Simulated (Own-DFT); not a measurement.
InAs (zincblende, strongly disordered by large displacements) (calculated)

A calculation, not a measurement: plane-wave PBE density functional theory by an unreviewed code, no spin, of a simulated periodic cell, stress positive in tension, free energy of the whole cell less one offset for each atom, forces on such cells passed a denser k mesh, this cell's mesh not checked; broken bonds can close the gap or carry spin, so checks made on this kind of crystal may not hold here; offsets are fitted by least squares, one for each functional and potential file, so energies compare only between cells with the same atoms and settings and are not formation energies; the far tail of each file's local potential was reset to the Coulomb form; each entry is a single point on an unrelaxed cell, so the pressure reflects the starting lattice, mostly measured values (interpolated for alloys), from which strain is counted, and rises with the displacements; printed positions are rounded, which can move forces by about a meV/angstrom; the program, named Own-DFT, is a retired in-house code; no spin-orbit coupling. Program: Own-DFT development build.

Common to all runs: functional PBE; potential files PseudoDojo norm-conserving, scalar-relativistic, standard set; wave cutoff 42 hartree; occupations Fermi-Dirac; smearing width 0.1 eV; hardware one NVIDIA H200; k mesh 3 x 3 x 3 centred on Gamma.

(1) InAs (zincblende, strongly disordered by large displacements)

```
InAs
1.0
     12.1166     0.0000     0.0000
      0.0000    12.1166     0.0000
      0.0000     0.0000    12.1166
In As In As In As In As In As In As In As In As
4 4 4 4 4 4 4 4 4 4 4 4 4 4 4 4
Direct
  0.97964 0.99677 0.00001
  0.96591 0.21385 0.26011
  0.22828 0.04917 0.29332
  0.21112 0.23281 0.00624
  0.08691 0.09929 0.08044
  0.10843 0.38078 0.41320
  0.37612 0.14371 0.36011
  0.32982 0.34748 0.09154
  0.04014 0.02777 0.48226
  0.94330 0.22223 0.67391
  0.27850 0.94705 0.77594
  0.28127 0.25293 0.53402
  0.15657 0.07982 0.61013
  0.12774 0.39784 0.89683
  0.39765 0.15744 0.88767
  0.36930 0.34524 0.64048
  0.02585 0.47818 0.03966
  0.03313 0.68796 0.26756
  0.26347 0.52250 0.29635
  0.23162 0.77560 0.01807
  0.13062 0.64026 0.09657
  0.15290 0.88522 0.41684
  0.39499 0.61095 0.38327
  0.38257 0.84011 0.11833
  0.04558 0.51399 0.49004
  0.99463 0.78822 0.76128
  0.24474 0.53146 0.76748
  0.31605 0.76566 0.49738
  0.14597 0.59643 0.62545
  0.12243 0.86996 0.83186
  0.45183 0.61073 0.87265
  0.40486 0.85159 0.64436
  0.47798 0.02987 0.04666
  0.51951 0.27117 0.24195
  0.75181 0.96706 0.27304
  0.74310 0.25951 0.98799
  0.59115 0.13720 0.11790
  0.62539 0.36702 0.32683
  0.88141 0.12081 0.36753
  0.89924 0.38442 0.11041
  0.47478 0.04449 0.46325
  0.49133 0.23480 0.77430
  0.73483 0.96289 0.73489
  0.73678 0.22099 0.50651
  0.59005 0.11164 0.59980
  0.64022 0.39670 0.93967
  0.87920 0.10737 0.90695
  0.86303 0.41374 0.64591
  0.46742 0.48897 0.00105
  0.48711 0.70680 0.27234
  0.75406 0.44963 0.23992
  0.71461 0.70531 0.03412
  0.67294 0.58685 0.14740
  0.60264 0.90253 0.39358
  0.92918 0.61018 0.38802
  0.89225 0.89088 0.11274
  0.45952 0.52417 0.52292
  0.45776 0.70435 0.73590
  0.69087 0.52396 0.73620
  0.70610 0.76692 0.50257
  0.63018 0.60413 0.58001
  0.65737 0.82437 0.91106
  0.84511 0.64891 0.89164
  0.88228 0.94250 0.66109
```

The calculation gives: free energy of cell above offsets 56.657 eV; pressure 20.59 GPa; stress xx -20.53 GPa; stress yy -20.26 GPa; stress zz -20.98 GPa; stress yz 4.69 GPa; stress xz -1.44 GPa; stress xy -5.59 GPa; wall time 1209 s.

Force:
```
element  x (eV/Å)  y (eV/Å)  z (eV/Å)
     In     0.376    -7.602    -5.597
     In     7.587     8.496    -9.507
     In    -3.474    -2.496    -2.816
     In    -1.406    -1.509    -3.204
     As     7.081     6.055     7.997
     As     6.145    -11.72    -6.884
     As    -1.815     7.252    -3.674
     As     3.847     3.845     4.195
     In    -5.918    -0.136    -2.565
     In     0.947    -0.997     1.388
     In     3.778     3.894     -1.14
     In    -7.938    -6.884    -8.446
     As     3.689     3.133     4.968
     As     1.008    -1.139    -3.006
     As    -8.356    -7.308     8.224
     As     6.652     8.785     7.851
     In     4.227     4.914    -2.674
     In     3.328     4.635    -3.758
     In    -5.675    -4.524    -4.355
     In     0.144     2.287    -3.672
     As     -0.78    -2.451     2.238
     As     1.355     -3.36    -2.409
     As    -3.091     1.002     1.966
     As     2.335     1.753     1.653
     In    -3.873     5.289     6.925
     In    -9.473     -7.11    -4.825
     In     2.622    -2.468     3.783
     In    -3.285    -0.518    -1.013
     As    -0.116     5.166    -0.384
     As     5.027     3.568     8.257
     As    -2.254    -2.199     4.915
     As     1.115     5.913     -1.41
     In    -6.061    -6.776    -4.062
     In    -9.412    -5.593    -5.684
     In     1.164     0.874    -2.302
     In     4.222    -5.848     1.859
     As     8.464     3.561     3.124
     As     2.441     3.462     11.92
     As    -7.105    -7.537      8.79
     As    -5.844    -6.167      3.96
     In     2.187    -5.122     3.484
     In     8.043     5.769    -8.481
     In    -11.41       1.8      6.23
     In     0.817         2    -0.631
     As     1.803     0.561     4.401
     As    -3.091     4.558    -4.086
     As    -5.306      5.83    -6.073
     As    -0.284    -0.174    -0.831
     In    -0.349    -4.525     5.466
     In     6.342     5.806    -7.024
     In     7.485     0.778    -0.427
     In     3.872     4.708    -1.537
     As    -6.475    -2.608      5.03
     As    -1.129    -1.814    -1.209
     As    -9.115     0.486     1.366
     As    -4.205    -5.959      5.71
     In     1.207    -5.931     5.964
     In      2.81     2.626    -6.836
     In     2.676    -2.246     5.392
     In     2.781     1.141     0.097
     As    -0.715     0.932    -2.023
     As    -2.215     4.159    -4.804
     As     1.537    -0.504    -2.811
     As     11.05    -1.815    -6.998
```

(2) InAs (zincblende, strongly disordered by large displacements)

```
InAs
1.0
     12.1166     0.0000     0.0000
      0.0000    12.1166     0.0000
      0.0000     0.0000    12.1166
In As In As In As In As In As In As In As In As
4 4 4 4 4 4 4 4 4 4 4 4 4 4 4 4
Direct
  0.00425 0.96414 0.97662
  0.99020 0.29661 0.23431
  0.28667 0.99537 0.25545
  0.25900 0.21735 0.96571
  0.08777 0.10037 0.10511
  0.12174 0.40293 0.33541
  0.39546 0.11484 0.34481
  0.42459 0.34482 0.12293
  0.03604 0.97786 0.50083
  0.03625 0.27120 0.72384
  0.22053 0.98574 0.77323
  0.28797 0.24584 0.46943
  0.08482 0.14080 0.60425
  0.14185 0.31530 0.86451
  0.36404 0.11327 0.85639
  0.38525 0.36440 0.60070
  0.97026 0.51702 0.01909
  0.04216 0.71539 0.24103
  0.25092 0.53957 0.27406
  0.27228 0.75619 0.95889
  0.14691 0.61817 0.12185
  0.13858 0.86346 0.37801
  0.37497 0.59956 0.43725
  0.34846 0.85317 0.11720
  0.97522 0.46374 0.42725
  0.01609 0.74896 0.76741
  0.24425 0.43887 0.70190
  0.26688 0.74708 0.46262
  0.14485 0.65445 0.61382
  0.14086 0.86639 0.89998
  0.28570 0.58652 0.88732
  0.36312 0.87884 0.64520
  0.48533 0.01730 0.99053
  0.50912 0.24022 0.25710
  0.70531 0.98590 0.25033
  0.73104 0.25284 0.98211
  0.58389 0.12605 0.10056
  0.64921 0.38080 0.37105
  0.92037 0.15550 0.33077
  0.87285 0.42095 0.15049
  0.49931 0.99600 0.46424
  0.53311 0.24394 0.74535
  0.76866 0.93953 0.75142
  0.74806 0.26152 0.47138
  0.62406 0.13434 0.57301
  0.56711 0.33549 0.89835
  0.86978 0.08797 0.86598
  0.88704 0.38504 0.58325
  0.48425 0.46507 0.99630
  0.50462 0.74091 0.26435
  0.74538 0.49669 0.26052
  0.70534 0.72294 0.95962
  0.59511 0.58943 0.16082
  0.57202 0.83950 0.40516
  0.88312 0.61554 0.37656
  0.83925 0.81841 0.13721
  0.48155 0.51228 0.55705
  0.51330 0.75151 0.71009
  0.77912 0.51991 0.76758
  0.78104 0.74714 0.46549
  0.62387 0.62741 0.56871
  0.63373 0.87197 0.87743
  0.86718 0.62173 0.89395
  0.86545 0.89230 0.54765
```

Results for InAs (zincblende, strongly disordered by large displacements): free energy of cell above offsets 28.260 eV; pressure 14.9 GPa; stress xx -13.37 GPa; stress yy -17.65 GPa; stress zz -13.67 GPa; stress yz -1.6 GPa; stress xz -0.37 GPa; stress xy 2.24 GPa; wall time 1270 s.

Force:
```
element  x (eV/Å)  y (eV/Å)  z (eV/Å)
     In    -4.948     1.803     2.761
     In     2.597    -1.165    -2.912
     In    -4.959      -2.6    -2.844
     In     0.132    -0.141     7.197
     As     1.878     1.773     1.538
     As     5.324     -3.09    -0.037
     As    -0.509     1.692     2.628
     As    -5.375    -0.958     1.115
     In    -0.146      1.36    -0.318
     In    -5.773     1.763    -1.111
     In      0.85     2.231    -3.587
     In     -2.83    -0.439     -0.53
     As     3.563    -3.155    -2.584
     As    -0.901     5.841     1.584
     As     3.517    -2.029    -3.963
     As     1.071    -5.885     1.188
     In     3.887    -0.106    -0.165
     In    -4.069     3.189     2.673
     In     2.608    -0.343    -0.076
     In      3.41    -0.743     2.713
     As     1.774    -1.219    -4.757
     As    -0.132      1.01    -3.447
     As    -0.708    -0.108    -5.876
     As     2.562     0.491     1.142
     In    -0.051    -0.595     3.633
     In    -0.197    -0.481    -1.154
     In    -3.551     3.039     2.581
     In    -0.476     2.807     3.085
     As    -0.706    -1.611     0.978
     As     -2.67    -0.691    -1.993
     As     1.837    -5.073    -2.017
     As    -0.383     0.539    -1.654
     In     -2.45    -4.469     -1.94
     In     3.782      1.79     1.391
     In     0.948    -0.144    -0.547
     In     2.325    -1.216     1.033
     As     4.394     1.812     2.958
     As    -5.969     0.122     0.197
     As    -2.787    -4.816      3.39
     As    -0.867    -2.479     -3.64
     In    -1.263     3.116     4.278
     In    -1.521    -3.215    -5.745
     In     1.807     1.359    -2.485
     In     3.767    -3.122     1.747
     As    -0.199    -1.112     1.989
     As      3.28     0.062     0.109
     As      0.03     1.371    -0.416
     As    -0.897     -0.97     3.843
     In    -1.895     8.221     -0.19
     In     -2.83    -1.828    -3.716
     In    -0.773     4.049     0.536
     In     0.687    -2.869     4.706
     As    -0.476     0.574    -2.715
     As     4.897    -1.785       1.3
     As    -0.005     2.073     -3.45
     As     0.627       0.5    -0.299
     In     2.959    -1.602     1.289
     In     0.293     0.121     0.942
     In     -2.91     -3.59    -5.078
     In    -3.415    -0.283    -0.064
     As     4.462     2.688     2.166
     As    -4.356     2.503    -1.336
     As     2.475     3.722     0.364
     As    -0.745     2.313     3.594
```

(3) InAs (zincblende, strongly disordered by large displacements)

```
InAs
1.0
     12.1166     0.0000     0.0000
      0.0000    12.1166     0.0000
      0.0000     0.0000    12.1166
In As In As In As In As In As In As In As In As
4 4 4 4 4 4 4 4 4 4 4 4 4 4 4 4
Direct
  0.02666 0.98605 0.98995
  0.97571 0.24496 0.25699
  0.23278 0.99388 0.24488
  0.26151 0.28804 0.98506
  0.13198 0.09739 0.11819
  0.15624 0.37515 0.37028
  0.35505 0.13033 0.35871
  0.40291 0.37516 0.11191
  0.96741 0.98429 0.51315
  0.01377 0.23989 0.76993
  0.25563 0.00257 0.73536
  0.24648 0.24626 0.52463
  0.13109 0.12394 0.62025
  0.13037 0.38030 0.87014
  0.37846 0.15185 0.88041
  0.38910 0.35702 0.62518
  0.99350 0.53323 0.00393
  0.01744 0.76691 0.24227
  0.23647 0.48830 0.25927
  0.23365 0.73718 0.00681
  0.13777 0.62529 0.13028
  0.11461 0.89904 0.37333
  0.39095 0.62863 0.37068
  0.38936 0.84785 0.14100
  0.03174 0.51717 0.48621
  0.98983 0.73984 0.75025
  0.27059 0.50160 0.73558
  0.25169 0.74381 0.49813
  0.11227 0.61721 0.65408
  0.09701 0.88097 0.86389
  0.37751 0.63344 0.87044
  0.37233 0.86148 0.61104
  0.49452 0.01763 0.00990
  0.48222 0.27796 0.23726
  0.73834 0.01883 0.26153
  0.75236 0.23833 0.00110
  0.62877 0.13529 0.13533
  0.63205 0.38674 0.37691
  0.89428 0.12254 0.36871
  0.88720 0.36795 0.11034
  0.47619 0.98802 0.47206
  0.51165 0.25029 0.75166
  0.75366 0.99593 0.75598
  0.76191 0.27182 0.52101
  0.66727 0.12237 0.61754
  0.61682 0.36240 0.86922
  0.87232 0.10642 0.87451
  0.88761 0.35491 0.62552
  0.47672 0.49040 0.99927
  0.50664 0.75496 0.26120
  0.75257 0.51579 0.25392
  0.76922 0.75743 0.99426
  0.60668 0.63983 0.13817
  0.61632 0.88691 0.37837
  0.87191 0.61621 0.37326
  0.88673 0.90215 0.11093
  0.48477 0.48880 0.47946
  0.46799 0.75616 0.74690
  0.74786 0.53087 0.74735
  0.74055 0.74004 0.50480
  0.63277 0.61800 0.64228
  0.60707 0.86205 0.87886
  0.87359 0.62910 0.84992
  0.89443 0.88561 0.63798
```

Results for InAs (zincblende, strongly disordered by large displacements): free energy of cell above offsets -4.698 eV; pressure 8.51 GPa; stress xx -7.45 GPa; stress yy -8.26 GPa; stress zz -9.82 GPa; stress yz 3.12 GPa; stress xz -0.56 GPa; stress xy -1.64 GPa; wall time 1151 s.

Force:
```
element  x (eV/Å)  y (eV/Å)  z (eV/Å)
     In     -2.99     4.094     2.952
     In     3.548     2.591    -2.942
     In     3.196    -1.092     0.072
     In    -0.387    -1.925     1.614
     As    -0.596     4.338    -1.143
     As    -4.313      -4.7       4.2
     As     0.477     0.666     0.531
     As    -7.104     0.135     0.555
     In      4.27      4.72    -5.454
     In    -0.913    -0.641    -0.797
     In     0.336    -0.183     1.274
     In     1.393      0.84    -2.274
     As    -2.719    -1.551     0.905
     As    -1.065     2.358    -0.362
     As    -0.309    -2.297    -0.677
     As    -0.178     1.512    -0.577
     In     0.216    -1.535    -0.515
     In    -1.622    -0.234     0.054
     In     4.503      4.28    -4.272
     In     2.128     2.752    -2.407
     As    -1.772    -1.469     1.726
     As    -0.199    -1.956     2.379
     As    -2.588    -0.224     0.018
     As    -3.156     2.944    -2.746
     In    -1.172    -1.135     0.286
     In     1.525     2.817    -0.977
     In    -0.194    -0.621     0.626
     In    -1.946    -0.676    -0.829
     As       2.1    -0.443    -2.241
     As     4.756    -4.177     -4.23
     As     -1.62    -1.614     1.601
     As    -0.449     2.191    -0.196
     In     0.067    -1.141     -0.02
     In     4.059    -4.723     5.778
     In      1.17    -0.826     -0.04
     In     0.112     0.431    -0.932
     As    -1.369     0.543    -0.151
     As     0.178    -1.328    -0.456
     As    -3.027    -2.271     3.352
     As    -0.656     1.283     0.356
     In    -0.562     2.275      1.38
     In     0.466    -2.463    -1.864
     In    -1.523    -1.415     0.172
     In    -2.624    -1.628    -3.928
     As    -3.295    -0.761    -0.095
     As     2.347     2.927     1.983
     As     1.545     1.272     1.433
     As     3.934     4.061     2.862
     In     4.559     5.155    -4.492
     In     1.217      0.19      1.84
     In    -1.329    -1.382    -2.301
     In    -1.193     0.188     0.692
     As     2.477    -2.136    -2.611
     As     2.545      -1.4    -0.112
     As     2.191      2.19     1.105
     As    -1.485    -1.491     1.662
     In      0.97    -0.376     1.896
     In     3.366      0.01     0.039
     In     1.792    -6.845      1.88
     In     0.551     0.782    -0.057
     As    -5.717     3.291    -4.391
     As      0.59     1.139    -0.103
     As    -0.047    -0.463     4.775
     As    -4.463    -4.851     4.191
```

(4) InAs (zincblende, strongly disordered by large displacements)

```
InAs
1.0
     12.1166     0.0000     0.0000
      0.0000    12.1166     0.0000
      0.0000     0.0000    12.1166
In As In As In As In As In As In As In As In As
4 4 4 4 4 4 4 4 4 4 4 4 4 4 4 4
Direct
  0.03685 0.01914 0.95125
  0.99919 0.20137 0.17382
  0.28624 0.03375 0.24577
  0.23138 0.22375 0.96926
  0.17158 0.17195 0.13094
  0.14416 0.39415 0.35315
  0.39024 0.12657 0.36136
  0.36311 0.41092 0.12796
  0.97714 0.98439 0.49998
  0.04054 0.25971 0.76592
  0.22711 0.00079 0.74882
  0.27135 0.26899 0.52027
  0.13595 0.18381 0.60026
  0.15735 0.37149 0.84749
  0.37719 0.10027 0.90112
  0.38426 0.35067 0.63328
  0.99931 0.54796 0.99921
  0.00672 0.72652 0.27500
  0.24580 0.49310 0.24349
  0.25912 0.75844 0.96019
  0.09203 0.62514 0.13211
  0.13495 0.85287 0.36956
  0.44248 0.64339 0.39580
  0.37640 0.82268 0.08228
  0.04618 0.52931 0.52402
  0.99837 0.72387 0.70764
  0.29306 0.50796 0.75420
  0.27202 0.73764 0.53039
  0.13973 0.64388 0.62756
  0.12461 0.89325 0.85512
  0.34200 0.57833 0.91168
  0.40833 0.91387 0.61762
  0.48122 0.01032 0.01894
  0.47796 0.27924 0.24386
  0.72960 0.00704 0.22925
  0.72606 0.22008 0.02173
  0.61919 0.12737 0.15187
  0.62952 0.33953 0.39259
  0.92659 0.15020 0.34850
  0.91526 0.38229 0.08691
  0.49941 0.01349 0.48430
  0.46911 0.23568 0.79166
  0.75076 0.00550 0.70769
  0.75874 0.27131 0.49955
  0.63389 0.14628 0.59009
  0.63860 0.43171 0.88525
  0.91512 0.10133 0.83821
  0.87004 0.38634 0.61276
  0.49780 0.50801 0.97144
  0.52180 0.69269 0.24066
  0.78208 0.47399 0.25742
  0.70759 0.71373 0.01466
  0.65760 0.61153 0.15554
  0.60463 0.92259 0.36156
  0.91103 0.60215 0.35848
  0.87941 0.91102 0.11801
  0.53214 0.45002 0.49875
  0.50343 0.72542 0.76729
  0.77084 0.49322 0.73746
  0.73775 0.71757 0.54486
  0.60831 0.63254 0.63871
  0.67483 0.90711 0.92191
  0.93233 0.62692 0.85064
  0.82916 0.90545 0.57871
```

The calculation gives: free energy of cell above offsets 32.416 eV; pressure 15.49 GPa; stress xx -16.5 GPa; stress yy -12.1 GPa; stress zz -17.87 GPa; stress yz 0.5 GPa; stress xz 3.44 GPa; stress xy -0.57 GPa; wall time 1223 s.

Force:
```
element  x (eV/Å)  y (eV/Å)  z (eV/Å)
     In    -0.881     1.682     7.049
     In    -5.138     1.823     0.282
     In    -3.783    -4.817    -3.454
     In     1.809     2.774    -4.023
     As     3.238    -3.053     3.339
     As    -3.749    -3.775     5.507
     As     1.338     4.337     3.406
     As     3.536    -2.374    -4.224
     In     5.044     2.308    -3.195
     In    -4.916    -2.805    -2.564
     In     4.066     3.799    -4.754
     In     0.313     0.208    -8.268
     As    -5.235    -5.865     2.271
     As     2.287     4.293     3.214
     As     -3.27     0.974    -3.766
     As     4.715     3.956     3.398
     In    -0.206    -4.483    -0.832
     In     1.563     6.222    -2.428
     In     0.602     6.087    -0.493
     In    -4.556    -0.922    -2.847
     As     5.786     1.851     2.068
     As     1.187     1.848     1.232
     As    -3.319    -2.263     5.394
     As     4.409     3.055     5.334
     In    -3.766    -5.407    -4.979
     In    -3.386     6.166    -0.278
     In    -1.976    -2.385    -6.333
     In      3.48     3.256    -3.353
     As     5.892    -1.102     3.196
     As    -0.336    -8.222    -0.384
     As    -2.862     4.368     2.952
     As    -3.073    -3.006     3.708
     In     4.003    -4.059     3.805
     In     0.575    -0.097    -0.141
     In      5.21    -3.135     2.728
     In      2.95     2.801    -3.077
     As    -6.065     3.159    -1.113
     As     -0.54    -0.109    -8.026
     As    -2.122    -0.789     2.669
     As    -2.198    -1.858     0.947
     In     0.313     2.648     1.313
     In     2.576     1.644     -1.49
     In    -2.608     3.186     5.257
     In     5.191    -3.075     0.893
     As    -1.604    -0.995     2.704
     As     3.402    -4.414    -1.569
     As    -4.133     2.954    -2.433
     As     4.271    -0.211    -0.158
     In     1.227    -0.205     5.096
     In    -2.786     5.264    -1.473
     In     0.102    -1.645    -0.257
     In     2.378     3.972    -4.829
     As     2.483    -5.626     0.537
     As     2.169    -4.515    -2.361
     As    -4.266     -3.88     5.217
     As      0.53    -0.823    -0.759
     In    -3.549     4.794     3.442
     In    -2.041     3.047     2.801
     In    -0.992     2.437     1.544
     In     4.283     2.277    -4.285
     As    -1.631    -5.357     0.149
     As    -0.169    -0.094    -0.355
     As    -5.434     -0.19    -1.014
     As    -0.335    -5.635    -1.936
```
